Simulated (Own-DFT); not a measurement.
# Which defects push the lattice out? zincblende GaAs

Source: density functional calculations with Own-DFT, an unreviewed in-house program that is no longer used. Nothing was measured or relaxed, and spin and spin-orbit coupling are left out.

Method: PBE; PseudoDojo norm-conserving scalar-relativistic files; cutoff 42 hartree; 3 x 3 x 3 k mesh centred on Gamma; Fermi-Dirac smearing of 0.1 eV.

Caveats (not all hold for every row): not probed for a lower state with spin; forces on such cells failed a check on a denser k mesh; forces not confirmed at this smearing and k mesh; forces on such cells passed a denser k mesh, each cell not checked; stress not checked against mesh or cutoff.

All runs share one cell, with vectors in Å (11.307, 0.000, 0.000); (0.000, 11.307, 0.000); (0.000, 0.000, 11.307) and a volume of 1445.4 Å³. Atoms were moved at random from their sites; u is the rms move along one axis. The defect's site can differ from row to row.

| cell | formula | u (Å) | P (GPa) |
|---|---|---|---|
| no defect | As32Ga32 | 0.0197 | 3.53 |
| no defect | As32Ga32 | 0.0494 | 3.91 |
| no defect | As32Ga32 | 0.0512 | 3.97 |
| one P on an As site | As31Ga32P | 0.0297 | 3.35 |
| one P on an As site | As31Ga32P | 0.0308 | 3.36 |
| one P on an As site | As31Ga32P | 0.0335 | 3.38 |
| one As on a Ga site | As33Ga31 | 0.0296 | 4.27 |
| one As on a Ga site | As33Ga31 | 0.0488 | 4.59 |
| one As on a Ga site | As33Ga31 | 0.0522 | 4.62 |
| two As on a Ga site each | As34Ga30 | 0.0296 | 4.81 |
| two As on a Ga site each | As34Ga30 | 0.0298 | 4.74 |
| two As on a Ga site each | As34Ga30 | 0.0305 | 4.78 |
| one Al on a Ga site | AlAs32Ga31 | 0.0495 | 3.90 |
| one Al on a Ga site | AlAs32Ga31 | 0.0496 | 3.95 |
| one Al on a Ga site | AlAs32Ga31 | 0.0508 | 3.93 |
| one Al on a Ga site | AlAs32Ga31 | 0.0546 | ? |

## Analysis

P = P0 + c u² + a shift for each defect gives P0 = 3.45 GPa, c = 195 ± 11 GPa/Å² and a scatter of 0.02 GPa. The shifts, and each times the cell's volume:

- two As on a Ga site each: 1.15 ± 0.02 GPa, 10.4 eV (5.2 eV for each of its 2 sites)
- one As on a Ga site: 0.66 ± 0.02 GPa, 5.9 eV
- one Al on a Ga site: -0.01 ± 0.02 GPa, -0.1 eV (not resolved)
- one P on an As site: -0.28 ± 0.02 GPa, -2.5 eV

Against the defect-free cell, a freed cell would be larger where the shift is positive and smaller where it is negative (160.2 GPa Å³ is 1 eV). The atoms around the defects weren't relaxed, which would change these numbers.

## Prediction

Q: what pressure belongs in the blank (one Al on a Ga site, u = 0.0546 Å)?

From the fit: 4.02 ± 0.03 GPa. The hidden result is 4.04 GPa.
